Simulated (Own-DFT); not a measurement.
GaP (zincblende, atoms displaced) (calculated)

All values are calculated (Own-DFT development build). A calculation, not a measurement: plane-wave PBE density functional theory by an unreviewed code, no spin, of a simulated periodic cell, stress positive in tension, free energy of the whole cell less one offset for each atom, forces on such cells passed a denser k mesh, this cell's mesh not checked; offsets are fitted by least squares, one for each functional and potential file, so energies compare only between cells with the same atoms and settings and are not formation energies; the far tail of each file's local potential was reset to the Coulomb form; each entry is a single point on an unrelaxed cell, so the pressure reflects the starting lattice, mostly measured values (interpolated for alloys), from which strain is counted, and rises with the displacements; printed positions are rounded, which can move forces by about a meV/angstrom; the program, named Own-DFT, is a retired in-house code; no spin-orbit coupling.

Common to all runs: functional PBE; potential files PseudoDojo norm-conserving, scalar-relativistic, standard set; wave cutoff 42 hartree; occupations Fermi-Dirac; smearing width 0.1 eV; k mesh 2 x 3 x 3 centred on Gamma.

```yaml
- entry: 1
  formula: GaP
  kind: "zincblende, atoms displaced"
  structure:
    cell_angstrom: [[16.3515, 0.0, 0.0], [0.0, 10.901, 0.0], [0.0, 0.0, 10.901]]
    atoms_fractional:
      - [Ga, 0.99976, 0.00339, 0.00704]
      - [Ga, 0.00559, 0.26537, 0.23485]
      - [Ga, 0.17055, 0.99202, 0.24291]
      - [Ga, 0.16601, 0.24007, 0.01977]
      - [P, 0.0883, 0.13628, 0.13579]
      - [P, 0.08208, 0.37519, 0.38]
      - [P, 0.24595, 0.12513, 0.37889]
      - [P, 0.25022, 0.3761, 0.13009]
      - [Ga, 0.00108, 0.99722, 0.49863]
      - [Ga, 0.00075, 0.23686, 0.76026]
      - [Ga, 0.16878, 0.00925, 0.74079]
      - [Ga, 0.16728, 0.25243, 0.50322]
      - [P, 0.06892, 0.12105, 0.63217]
      - [P, 0.08107, 0.35713, 0.87227]
      - [P, 0.24173, 0.13142, 0.88364]
      - [P, 0.25051, 0.37359, 0.6192]
      - [Ga, 0.99474, 0.49801, 0.00173]
      - [Ga, 0.99482, 0.75619, 0.25497]
      - [Ga, 0.16343, 0.5037, 0.23507]
      - [Ga, 0.16775, 0.74445, 0.00066]
      - [P, 0.07561, 0.60749, 0.11793]
      - [P, 0.08344, 0.8725, 0.37431]
      - [P, 0.25492, 0.63663, 0.38901]
      - [P, 0.24872, 0.8706, 0.13259]
      - [Ga, 0.99683, 0.4911, 0.5131]
      - [Ga, 0.99461, 0.73697, 0.76456]
      - [Ga, 0.17762, 0.51613, 0.73904]
      - [Ga, 0.1615, 0.74653, 0.499]
      - [P, 0.07415, 0.61886, 0.62345]
      - [P, 0.07996, 0.8582, 0.87931]
      - [P, 0.24316, 0.62831, 0.87857]
      - [P, 0.25878, 0.87686, 0.60971]
      - [Ga, 0.32751, 0.99886, 0.00494]
      - [Ga, 0.32708, 0.24307, 0.2555]
      - [Ga, 0.50769, 0.98707, 0.24553]
      - [Ga, 0.50239, 0.24468, 0.00482]
      - [P, 0.41354, 0.12125, 0.12403]
      - [P, 0.40875, 0.3804, 0.3853]
      - [P, 0.59264, 0.11775, 0.37784]
      - [P, 0.57883, 0.37835, 0.11826]
      - [Ga, 0.33898, 0.00622, 0.4939]
      - [Ga, 0.33451, 0.25916, 0.74098]
      - [Ga, 0.48751, 0.98515, 0.75626]
      - [Ga, 0.49494, 0.24771, 0.51804]
      - [P, 0.40956, 0.12059, 0.64123]
      - [P, 0.41581, 0.37451, 0.88369]
      - [P, 0.59399, 0.12122, 0.87877]
      - [P, 0.5803, 0.36551, 0.61544]
      - [Ga, 0.33447, 0.48794, 0.01915]
      - [Ga, 0.33649, 0.76689, 0.25269]
      - [Ga, 0.49663, 0.50106, 0.25577]
      - [Ga, 0.49972, 0.75536, 0.98906]
      - [P, 0.41495, 0.62232, 0.11843]
      - [P, 0.41932, 0.88517, 0.37952]
      - [P, 0.57242, 0.63761, 0.36052]
      - [P, 0.58363, 0.87013, 0.12214]
      - [Ga, 0.3377, 0.50054, 0.49417]
      - [Ga, 0.33732, 0.74592, 0.73964]
      - [Ga, 0.50367, 0.50531, 0.75938]
      - [Ga, 0.4927, 0.75221, 0.51581]
      - [P, 0.42281, 0.61783, 0.61304]
      - [P, 0.41119, 0.85588, 0.87373]
      - [P, 0.58544, 0.61056, 0.88604]
      - [P, 0.58505, 0.87443, 0.62332]
      - [Ga, 0.66451, 0.00239, 0.99969]
      - [Ga, 0.67089, 0.252, 0.24839]
      - [Ga, 0.83211, 0.97429, 0.25885]
      - [Ga, 0.83129, 0.23771, 0.99478]
      - [P, 0.75297, 0.13291, 0.13799]
      - [P, 0.74024, 0.37941, 0.37099]
      - [P, 0.92377, 0.11934, 0.37365]
      - [P, 0.91135, 0.37333, 0.11009]
      - [Ga, 0.67431, 0.00758, 0.50792]
      - [Ga, 0.66418, 0.24623, 0.75039]
      - [Ga, 0.8466, 0.9918, 0.74344]
      - [Ga, 0.84427, 0.2579, 0.49513]
      - [P, 0.74186, 0.13375, 0.63058]
      - [P, 0.75289, 0.36387, 0.87675]
      - [P, 0.90885, 0.12291, 0.88346]
      - [P, 0.91899, 0.38921, 0.61398]
      - [Ga, 0.67669, 0.5246, 0.00305]
      - [Ga, 0.666, 0.74655, 0.24984]
      - [Ga, 0.83436, 0.51319, 0.24698]
      - [Ga, 0.83801, 0.7354, 0.00294]
      - [P, 0.74781, 0.61942, 0.12266]
      - [P, 0.75486, 0.88251, 0.38278]
      - [P, 0.90745, 0.61658, 0.37342]
      - [P, 0.91343, 0.86993, 0.13901]
      - [Ga, 0.65974, 0.49861, 0.50123]
      - [Ga, 0.65751, 0.76211, 0.74244]
      - [Ga, 0.84879, 0.50272, 0.76138]
      - [Ga, 0.83394, 0.74006, 0.49724]
      - [P, 0.76183, 0.62339, 0.61004]
      - [P, 0.73922, 0.87228, 0.87587]
      - [P, 0.91899, 0.62908, 0.86504]
      - [P, 0.91242, 0.8891, 0.62429]
  results:
    "free_energy_of_cell_above_offsets [eV]": "-37.805"
    "pressure [GPa]": 5.18
    "stress_xx [GPa]": -5.23
    "stress_yy [GPa]": -4.99
    "stress_zz [GPa]": -5.31
    "stress_yz [GPa]": -1.0
    "stress_xz [GPa]": 0.35
    "stress_xy [GPa]": -0.67
    force_element: [Ga, Ga, Ga, Ga, P, P, P, P, Ga, Ga, Ga, Ga, P, P, P, P, Ga, Ga, Ga, Ga, P, P, P, P, Ga, Ga, Ga, Ga, P, P, P, P, Ga, Ga, Ga, Ga, P, P, P, P, Ga, Ga, Ga, Ga, P, P, P, P, Ga, Ga, Ga, Ga, P, P, P, P, Ga, Ga, Ga, Ga, P, P, P, P, Ga, Ga, Ga, Ga, P, P, P, P, Ga, Ga, Ga, Ga, P, P, P, P, Ga, Ga, Ga, Ga, P, P, P, P, Ga, Ga, Ga, Ga, P, P, P, P]
    "force_x [eV/angstrom]": [0.201, -1.32, -1.145, 0.682, -1.313, 0.345, -0.05, -0.689, -0.031, -1.665, -0.179, -1.323, 2.532, 1.18, 1.364, 0.279, 0.201, 0.716, 0.593, -1.216, 0.63, 0.119, -0.497, 0.075, 2.301, 2.512, -1.745, 0.123, 1.206, 0.415, 2.574, -1.443, 0.033, 0.846, -0.524, -0.061, 0.563, 2.062, -1.7, 1.079, -0.66, -0.712, 1.898, -0.648, 0.87, 0.114, -3.184, 0.674, -0.085, 0.472, -0.399, 0.741, 0.298, 0.691, 0.736, 0.461, -1.936, -1.124, -0.567, 1.641, -1.104, -0.659, -0.354, -1.818, 1.402, -1.725, 0.662, -1.123, 0.467, 2.038, -0.673, -0.305, -0.663, -0.279, -4.447, -1.802, 3.405, -0.299, 1.792, -2.206, -1.853, 0.538, -1.394, -1.065, 2.41, -2.225, 3.04, 0.542, 0.398, 1.821, -2.996, 0.693, -2.887, 2.291, -1.323, 2.688]
    "force_y [eV/angstrom]": [-0.403, -0.093, 1.143, 2.161, -2.949, 0.678, -0.711, -1.084, -0.079, 1.065, -1.041, -0.626, -0.215, 1.958, -0.596, 1.092, -1.276, -1.962, -0.185, 0.229, 2.858, 0.231, -0.648, -0.392, 2.117, 3.213, -1.542, 0.227, 1.224, 1.956, -0.652, -0.163, -0.002, 0.652, 1.609, -0.243, -0.224, -2.524, 0.672, 0.431, 0.625, 0.13, 0.734, -1.261, -0.229, -0.131, 0.384, 1.605, 0.92, -1.705, -0.819, -1.544, 1.322, -0.665, -0.334, -0.277, 0.933, -0.864, -1.504, 1.358, -0.933, 1.719, 2.596, 1.514, -0.331, 0.372, 3.773, 0.921, -2.256, 0.497, 0.721, 0.221, -0.669, 1.304, 2.588, -0.63, -0.435, 1.967, -1.413, -3.614, -4.812, 0.832, -2.803, 1.499, 2.768, -2.48, 1.158, -0.003, 0.976, -2.625, -1.935, 2.355, -1.423, -0.206, -1.483, -4.317]
    "force_z [eV/angstrom]": [-0.004, 1.479, 1.477, -2.169, 0.433, -0.548, 0.003, 0.496, -0.187, 0.029, 0.475, 0.058, -1.238, 0.962, -1.028, 0.147, -2.05, 0.447, 2.345, 0.946, 0.844, -0.148, -1.938, -1.608, -3.837, -3.438, 0.114, 0.696, 0.62, -0.031, -0.331, 1.132, -0.803, -0.081, 0.875, -0.698, 0.695, -1.965, -0.428, 1.018, 0.153, 2.096, 0.046, -1.973, -1.077, -0.885, -0.705, 2.412, -1.943, 0.556, -0.973, 1.203, 1.13, -0.366, 2.188, -0.836, 1.219, -0.39, -0.874, -2.253, 2.58, 0.546, -1.576, -0.949, 1.605, -0.018, -0.799, 1.439, -0.957, 0.382, -1.058, 1.306, -0.424, 0.212, 3.009, -0.429, -0.326, -0.464, -1.2, 3.881, -2.002, 0.197, -0.688, -0.34, 2.589, 1.145, 0.794, -2.657, -0.735, 1.303, -1.949, -0.604, 2.958, -0.028, 4.259, -2.492]
- entry: 2
  formula: GaP
  kind: "zincblende, atoms displaced"
  structure:
    cell_angstrom: [[16.3515, 0.0, 0.0], [0.0, 10.901, 0.0], [0.0, 0.0, 10.901]]
    atoms_fractional:
      - [Ga, 0.00136, 0.0042, 0.98137]
      - [Ga, 0.00928, 0.2645, 0.24637]
      - [Ga, 0.17907, 0.99095, 0.24208]
      - [Ga, 0.1817, 0.24361, 0.99743]
      - [P, 0.08962, 0.12399, 0.13034]
      - [P, 0.08368, 0.38158, 0.3624]
      - [P, 0.24965, 0.12438, 0.38327]
      - [P, 0.25444, 0.38527, 0.12294]
      - [Ga, 0.00131, 0.99562, 0.50076]
      - [Ga, 0.99501, 0.25317, 0.75384]
      - [Ga, 0.15929, 0.97543, 0.7582]
      - [Ga, 0.16772, 0.25197, 0.50969]
      - [P, 0.09119, 0.11985, 0.60849]
      - [P, 0.07809, 0.37205, 0.88951]
      - [P, 0.25267, 0.13403, 0.86549]
      - [P, 0.24861, 0.37556, 0.632]
      - [Ga, 0.99885, 0.49253, 0.99928]
      - [Ga, 0.99981, 0.73728, 0.24914]
      - [Ga, 0.16808, 0.50648, 0.27271]
      - [Ga, 0.16318, 0.72759, 0.9929]
      - [P, 0.08647, 0.62417, 0.13321]
      - [P, 0.08462, 0.88323, 0.3751]
      - [P, 0.24598, 0.62266, 0.3843]
      - [P, 0.25651, 0.89258, 0.13139]
      - [Ga, 0.99473, 0.49694, 0.51577]
      - [Ga, 0.00615, 0.74536, 0.75026]
      - [Ga, 0.16879, 0.50738, 0.74128]
      - [Ga, 0.15872, 0.75021, 0.49728]
      - [P, 0.07788, 0.63521, 0.62198]
      - [P, 0.08879, 0.86794, 0.87437]
      - [P, 0.2461, 0.61239, 0.8844]
      - [P, 0.25927, 0.86504, 0.6284]
      - [Ga, 0.32772, 0.01004, 0.98937]
      - [Ga, 0.33886, 0.2621, 0.24857]
      - [Ga, 0.50118, 0.01032, 0.26635]
      - [Ga, 0.50526, 0.24747, 0.99062]
      - [P, 0.41866, 0.12358, 0.11501]
      - [P, 0.41169, 0.38439, 0.38211]
      - [P, 0.57661, 0.14193, 0.38567]
      - [P, 0.57724, 0.37565, 0.11948]
      - [Ga, 0.33639, 0.00221, 0.50047]
      - [Ga, 0.32614, 0.25608, 0.76027]
      - [Ga, 0.50471, 0.99437, 0.73878]
      - [Ga, 0.5032, 0.23982, 0.50277]
      - [P, 0.40542, 0.14915, 0.62558]
      - [P, 0.42304, 0.35814, 0.89519]
      - [P, 0.58151, 0.13878, 0.88142]
      - [P, 0.57585, 0.37225, 0.62815]
      - [Ga, 0.3308, 0.4841, 0.99101]
      - [Ga, 0.33486, 0.74855, 0.24666]
      - [Ga, 0.49573, 0.47907, 0.26054]
      - [Ga, 0.50575, 0.75766, 0.99017]
      - [P, 0.41582, 0.63494, 0.12495]
      - [P, 0.42468, 0.88012, 0.37206]
      - [P, 0.58458, 0.6377, 0.37005]
      - [P, 0.57757, 0.86764, 0.12098]
      - [Ga, 0.33048, 0.51199, 0.51396]
      - [Ga, 0.33705, 0.73786, 0.7276]
      - [Ga, 0.50044, 0.5054, 0.75427]
      - [Ga, 0.4975, 0.74773, 0.51488]
      - [P, 0.41153, 0.62936, 0.62442]
      - [P, 0.41992, 0.8862, 0.88138]
      - [P, 0.5816, 0.62631, 0.87546]
      - [P, 0.5691, 0.87939, 0.61524]
      - [Ga, 0.66193, 0.99662, 0.00797]
      - [Ga, 0.67405, 0.251, 0.24025]
      - [Ga, 0.82786, 0.00859, 0.23838]
      - [Ga, 0.83428, 0.23688, 0.00797]
      - [P, 0.741, 0.13027, 0.13613]
      - [P, 0.75051, 0.38391, 0.38126]
      - [P, 0.91746, 0.11906, 0.36666]
      - [P, 0.91834, 0.38466, 0.12826]
      - [Ga, 0.66391, 0.99534, 0.50542]
      - [Ga, 0.66881, 0.24562, 0.73671]
      - [Ga, 0.83586, 0.00684, 0.7509]
      - [Ga, 0.83683, 0.24659, 0.47621]
      - [P, 0.75206, 0.12597, 0.63766]
      - [P, 0.75222, 0.37628, 0.86392]
      - [P, 0.914, 0.11623, 0.85942]
      - [P, 0.9106, 0.3581, 0.63596]
      - [Ga, 0.66424, 0.50407, 0.99217]
      - [Ga, 0.6724, 0.74501, 0.26342]
      - [Ga, 0.82865, 0.50237, 0.23885]
      - [Ga, 0.82536, 0.74309, 0.99318]
      - [P, 0.7448, 0.62815, 0.13344]
      - [P, 0.75814, 0.86039, 0.37504]
      - [P, 0.91252, 0.61981, 0.36826]
      - [P, 0.92714, 0.87102, 0.12344]
      - [Ga, 0.67882, 0.48809, 0.50123]
      - [Ga, 0.66447, 0.74695, 0.74978]
      - [Ga, 0.83608, 0.48769, 0.74692]
      - [Ga, 0.83406, 0.75714, 0.4912]
      - [P, 0.75476, 0.62027, 0.61471]
      - [P, 0.74629, 0.87803, 0.88729]
      - [P, 0.9116, 0.61857, 0.88966]
      - [P, 0.90912, 0.86975, 0.63537]
  results:
    "free_energy_of_cell_above_offsets [eV]": "-36.702"
    "pressure [GPa]": 5.24
    "stress_xx [GPa]": -5.42
    "stress_yy [GPa]": -5.28
    "stress_zz [GPa]": -5.01
    "stress_yz [GPa]": -1.3
    "stress_xz [GPa]": 1.6
    "stress_xy [GPa]": 1.26
    force_element: [Ga, Ga, Ga, Ga, P, P, P, P, Ga, Ga, Ga, Ga, P, P, P, P, Ga, Ga, Ga, Ga, P, P, P, P, Ga, Ga, Ga, Ga, P, P, P, P, Ga, Ga, Ga, Ga, P, P, P, P, Ga, Ga, Ga, Ga, P, P, P, P, Ga, Ga, Ga, Ga, P, P, P, P, Ga, Ga, Ga, Ga, P, P, P, P, Ga, Ga, Ga, Ga, P, P, P, P, Ga, Ga, Ga, Ga, P, P, P, P, Ga, Ga, Ga, Ga, P, P, P, P, Ga, Ga, Ga, Ga, P, P, P, P]
    "force_x [eV/angstrom]": [0.471, -1.39, -2.866, -1.905, -0.115, -0.023, 0.333, -1.43, -0.945, 2.062, 2.988, 0.474, -1.657, 1.622, -1.868, 0.17, 0.11, 0.284, 0.363, 0.233, -0.182, -0.053, 1.309, 1.34, -0.304, -2.263, -1.473, 1.048, 0.862, -2.062, 1.561, -2.224, 1.037, -0.522, 0.139, -0.202, 0.117, -0.195, 3.813, 1.36, 0.195, 2.09, -2.243, -3.09, 1.26, -2.376, 2.531, 1.339, 1.593, -0.167, 0.931, -1.772, 0.655, -1.588, -1.164, 1.61, -0.614, -1.766, -0.847, -0.302, 3.388, -0.546, 0.184, 3.469, -0.82, -3.135, 1.446, 0.124, 1.877, 1.429, 0.87, -0.698, 0.716, -1.385, -2.039, -0.373, 0.25, -0.928, 1.264, 0.392, 0.589, -0.99, 0.225, 0.722, -0.009, -1.993, 0.402, -1.724, -3.647, 0.407, -0.126, 1.707, 0.117, 0.159, 0.96, 1.426]
    "force_y [eV/angstrom]": [-0.331, -1.852, 2.576, 1.063, 0.009, -0.253, 0.605, -0.971, 0.061, -0.842, 2.88, 0.659, -0.671, -0.768, -2.79, 0.671, 1.436, 1.222, -0.319, 1.862, -1.027, -1.107, 1.683, -3.524, -0.358, 0.577, -0.271, 0.953, -1.804, -1.558, 0.32, 1.29, -0.235, -1.221, 0.011, -0.707, 0.474, -1.106, -2.412, -0.036, -0.021, 1.449, 2.88, 2.868, -2.087, 2.989, -2.955, 0.564, 1.563, 0.759, 2.8, -0.611, -1.754, -1.248, -2.495, 1.3, -1.522, 2.185, -1.026, -0.593, -2.732, -0.899, 0.197, -0.809, 0.562, 3.176, -1.755, 1.165, -2.378, -2.271, 0.304, -1.798, 0.467, 1.289, -2.36, -0.145, -0.833, -0.97, 1.745, 0.624, -0.72, 1.152, -0.148, 0.678, -0.536, 3.762, -0.082, 0.637, 2.015, 0.498, 1.994, -2.097, 0.713, 0.241, -0.016, 0.092]
    "force_z [eV/angstrom]": [1.736, -0.871, 2.78, 1.552, -1.222, 3.738, -1.034, 1.585, 0.187, 0.15, -3.034, -1.939, 2.844, -1.882, 0.037, -0.401, 0.85, 0.699, -2.898, 1.519, -0.43, -0.979, 0.33, -2.876, -1.158, 1.28, 0.938, 0.033, -0.195, 1.994, -2.23, -1.007, 0.71, -0.264, -2.179, 3.52, 1.19, 1.569, -2.707, 0.431, 0.053, -0.65, 2.399, 2.013, -0.031, -3.492, -2.662, -0.515, 0.761, 0.674, -1.284, 0.546, -0.975, 1.314, 1.824, 2.339, -1.194, 5.01, 0.125, -2.929, -0.596, -1.681, -0.601, 0.57, -0.151, 2.848, 0.727, -0.73, -2.981, -2.944, -0.359, -0.097, -0.515, 1.805, -0.47, 1.622, -2.914, 1.619, 2.65, -2.424, 0.779, -1.387, 0.886, 1.607, -1.752, -1.221, 1.014, -0.869, 1.469, -0.596, 0.348, 1.774, 1.321, -1.691, -1.993, -0.758]
- entry: 3
  formula: GaP
  kind: "zincblende, atoms displaced"
  structure:
    cell_angstrom: [[16.3515, 0.0, 0.0], [0.0, 10.901, 0.0], [0.0, 0.0, 10.901]]
    atoms_fractional:
      - [Ga, 0.99734, 0.99046, 0.00443]
      - [Ga, 0.9875, 0.26037, 0.25025]
      - [Ga, 0.15511, 0.00881, 0.26187]
      - [Ga, 0.1648, 0.25247, 0.01789]
      - [P, 0.07988, 0.1339, 0.14435]
      - [P, 0.08025, 0.37983, 0.36437]
      - [P, 0.24092, 0.12574, 0.37477]
      - [P, 0.25235, 0.38138, 0.12414]
      - [Ga, 0.99632, 0.97902, 0.50406]
      - [Ga, 0.98905, 0.25462, 0.75095]
      - [Ga, 0.17088, 0.00215, 0.75688]
      - [Ga, 0.17095, 0.26957, 0.50935]
      - [P, 0.08229, 0.1296, 0.62984]
      - [P, 0.08674, 0.38486, 0.88596]
      - [P, 0.25614, 0.12121, 0.87399]
      - [P, 0.25248, 0.37986, 0.62559]
      - [Ga, 0.98984, 0.49933, 0.02827]
      - [Ga, 0.0015, 0.75311, 0.24016]
      - [Ga, 0.16548, 0.49811, 0.24522]
      - [Ga, 0.16219, 0.76441, 0.01033]
      - [P, 0.08718, 0.6201, 0.12683]
      - [P, 0.08082, 0.88525, 0.37662]
      - [P, 0.2493, 0.62772, 0.38913]
      - [P, 0.24932, 0.8783, 0.11751]
      - [Ga, 0.00226, 0.49831, 0.5035]
      - [Ga, 0.98958, 0.7508, 0.76445]
      - [Ga, 0.16313, 0.48807, 0.74922]
      - [Ga, 0.16069, 0.76019, 0.50426]
      - [P, 0.07627, 0.63622, 0.62747]
      - [P, 0.08049, 0.86939, 0.87053]
      - [P, 0.2522, 0.62313, 0.87064]
      - [P, 0.26399, 0.86454, 0.63024]
      - [Ga, 0.33897, 0.00394, 0.00505]
      - [Ga, 0.33039, 0.24497, 0.22986]
      - [Ga, 0.49515, 0.99798, 0.24567]
      - [Ga, 0.49104, 0.25081, 0.98956]
      - [P, 0.42356, 0.11367, 0.11623]
      - [P, 0.40887, 0.36897, 0.36537]
      - [P, 0.58653, 0.13357, 0.37296]
      - [P, 0.5797, 0.38543, 0.11543]
      - [Ga, 0.34543, 0.00353, 0.49759]
      - [Ga, 0.33376, 0.25855, 0.75122]
      - [Ga, 0.50859, 0.00456, 0.76275]
      - [Ga, 0.51302, 0.24613, 0.50916]
      - [P, 0.41853, 0.11851, 0.61141]
      - [P, 0.41698, 0.37526, 0.87303]
      - [P, 0.57527, 0.1193, 0.89803]
      - [P, 0.57709, 0.38375, 0.62998]
      - [Ga, 0.32794, 0.50308, 0.9971]
      - [Ga, 0.32932, 0.74261, 0.25069]
      - [Ga, 0.50064, 0.51503, 0.24333]
      - [Ga, 0.49905, 0.76182, 0.99608]
      - [P, 0.41744, 0.62362, 0.13079]
      - [P, 0.40563, 0.8782, 0.36847]
      - [P, 0.57653, 0.62702, 0.35887]
      - [P, 0.58534, 0.87678, 0.12244]
      - [Ga, 0.33746, 0.48948, 0.51948]
      - [Ga, 0.33542, 0.76077, 0.75307]
      - [Ga, 0.48426, 0.48248, 0.76454]
      - [Ga, 0.49569, 0.73988, 0.50173]
      - [P, 0.41279, 0.62736, 0.62766]
      - [P, 0.41566, 0.87314, 0.88243]
      - [P, 0.59415, 0.62234, 0.87363]
      - [P, 0.58259, 0.88031, 0.61406]
      - [Ga, 0.67065, 0.99284, 0.98929]
      - [Ga, 0.66755, 0.25107, 0.25799]
      - [Ga, 0.82669, 0.00641, 0.23987]
      - [Ga, 0.84017, 0.25153, 0.00435]
      - [P, 0.75405, 0.11594, 0.1226]
      - [P, 0.75269, 0.37309, 0.35482]
      - [P, 0.91452, 0.1279, 0.39136]
      - [P, 0.92397, 0.36063, 0.11185]
      - [Ga, 0.66103, 0.99228, 0.51297]
      - [Ga, 0.67038, 0.24806, 0.74933]
      - [Ga, 0.83523, 0.00623, 0.73569]
      - [Ga, 0.84016, 0.25453, 0.49073]
      - [P, 0.7487, 0.13568, 0.62403]
      - [P, 0.75644, 0.37274, 0.8692]
      - [P, 0.91818, 0.11901, 0.8784]
      - [P, 0.90926, 0.39162, 0.62922]
      - [Ga, 0.66571, 0.49418, 0.00116]
      - [Ga, 0.66896, 0.75048, 0.25437]
      - [Ga, 0.83756, 0.49594, 0.24894]
      - [Ga, 0.82254, 0.73884, 0.01514]
      - [P, 0.74366, 0.61139, 0.11955]
      - [P, 0.75655, 0.86345, 0.38329]
      - [P, 0.91974, 0.63121, 0.36293]
      - [P, 0.9082, 0.89127, 0.12958]
      - [Ga, 0.66713, 0.4848, 0.49593]
      - [Ga, 0.67007, 0.74717, 0.75733]
      - [Ga, 0.84514, 0.51136, 0.75459]
      - [Ga, 0.84108, 0.73988, 0.5148]
      - [P, 0.76227, 0.62377, 0.65]
      - [P, 0.7549, 0.86367, 0.86952]
      - [P, 0.91813, 0.62798, 0.86643]
      - [P, 0.91338, 0.89391, 0.62029]
  results:
    "free_energy_of_cell_above_offsets [eV]": "-37.965"
    "pressure [GPa]": 4.97
    "stress_xx [GPa]": -5.04
    "stress_yy [GPa]": -5.07
    "stress_zz [GPa]": -4.78
    "stress_yz [GPa]": 0.7
    "stress_xz [GPa]": 0.2
    "stress_xy [GPa]": -1.45
    force_element: [Ga, Ga, Ga, Ga, P, P, P, P, Ga, Ga, Ga, Ga, P, P, P, P, Ga, Ga, Ga, Ga, P, P, P, P, Ga, Ga, Ga, Ga, P, P, P, P, Ga, Ga, Ga, Ga, P, P, P, P, Ga, Ga, Ga, Ga, P, P, P, P, Ga, Ga, Ga, Ga, P, P, P, P, Ga, Ga, Ga, Ga, P, P, P, P, Ga, Ga, Ga, Ga, P, P, P, P, Ga, Ga, Ga, Ga, P, P, P, P, Ga, Ga, Ga, Ga, P, P, P, P, Ga, Ga, Ga, Ga, P, P, P, P]
    "force_x [eV/angstrom]": [0.989, 1.605, 1.652, 0.161, -0.919, 0.129, 1.731, -0.404, 1.969, 1.356, -0.163, -1.553, 0.032, -1.643, -0.382, -0.529, 2.756, 0.007, 1.093, 0.16, -0.857, -0.35, -0.486, 0.02, -0.13, 1.67, 0.219, 0.98, 0.369, 0.307, -0.965, -2.859, -1.231, 0.216, 1.361, 0.978, -0.841, 1.438, -0.427, -0.56, -3.186, -0.067, -1.516, -1.845, 1.621, -3.638, 2.276, 0.987, 0.902, -0.64, -0.953, 1.02, -1.037, 1.959, 1.867, 0.33, 0.547, 0.819, 4.116, 0.225, 0.71, 0.264, -2.72, -1.797, 0.273, -0.532, 0.695, -1.932, -2.09, 0.47, 1.178, -2.647, 2.684, -1.341, -1.243, -1.938, 0.243, 0.025, -0.4, 1.446, 0.516, 0.0, 0.28, 1.519, 0.647, -0.611, -0.108, 1.11, 0.195, -0.488, -1.717, -0.373, -2.286, 0.353, -0.549, -0.525]
    "force_y [eV/angstrom]": [1.024, -1.852, -0.252, -0.315, -0.473, -0.354, 0.688, -0.318, 3.528, 0.18, -0.44, -1.97, -0.085, -1.157, 1.061, -0.332, 2.688, 0.64, 0.539, -1.532, 1.174, -2.019, -0.716, 0.689, 0.728, 1.843, 1.864, -0.39, -0.621, 0.834, 0.773, 2.786, -0.842, -0.777, -0.45, 0.45, 2.146, 0.375, -1.913, -1.815, -0.491, -1.618, -0.957, 0.331, 1.998, -2.215, 0.901, -0.494, 0.515, 0.199, -2.889, -1.928, 1.121, -1.108, 0.527, -0.019, 1.105, -2.259, 4.78, 0.927, -0.568, 1.025, -0.298, -2.594, -0.223, -0.41, -0.717, -1.542, 2.476, 0.262, -1.585, 0.709, 2.132, 0.535, 0.901, 1.467, -0.933, 0.347, 0.188, -2.002, -0.569, 0.145, 0.774, 1.053, 0.298, 0.881, -0.799, -2.75, 1.47, 0.416, -1.805, 0.183, 0.463, 1.541, -0.586, -3.697]
    "force_z [eV/angstrom]": [-0.299, 2.316, -0.982, -1.305, -1.643, 1.249, 0.645, -0.203, -1.047, 0.313, -1.04, -1.597, -0.309, 0.331, 1.062, 1.572, -3.474, 0.266, 1.467, -1.465, -0.393, -0.227, -0.5, 1.855, -0.703, -2.561, 0.038, 0.169, 0.394, 0.737, -0.1, -2.011, -0.974, 1.471, 1.105, 1.76, 0.69, 0.791, 0.287, 1.021, -0.605, -0.777, -1.486, -1.062, 2.942, 2.973, -1.685, 0.678, 0.258, -0.208, 0.104, 0.788, -2.022, -0.378, 2.698, 0.489, -2.777, 1.605, -3.534, -0.949, 1.19, -1.186, 0.235, 2.909, 0.705, -2.553, 3.717, -1.698, -1.348, 2.279, -2.374, 1.922, -2.716, 0.906, 1.941, 1.538, -0.981, 0.883, -0.312, -1.626, -1.61, -0.407, -1.063, -1.211, 2.04, -0.084, 1.212, -0.712, -0.015, -1.488, 1.026, -0.869, -2.839, 0.221, 4.95, 1.661]
```
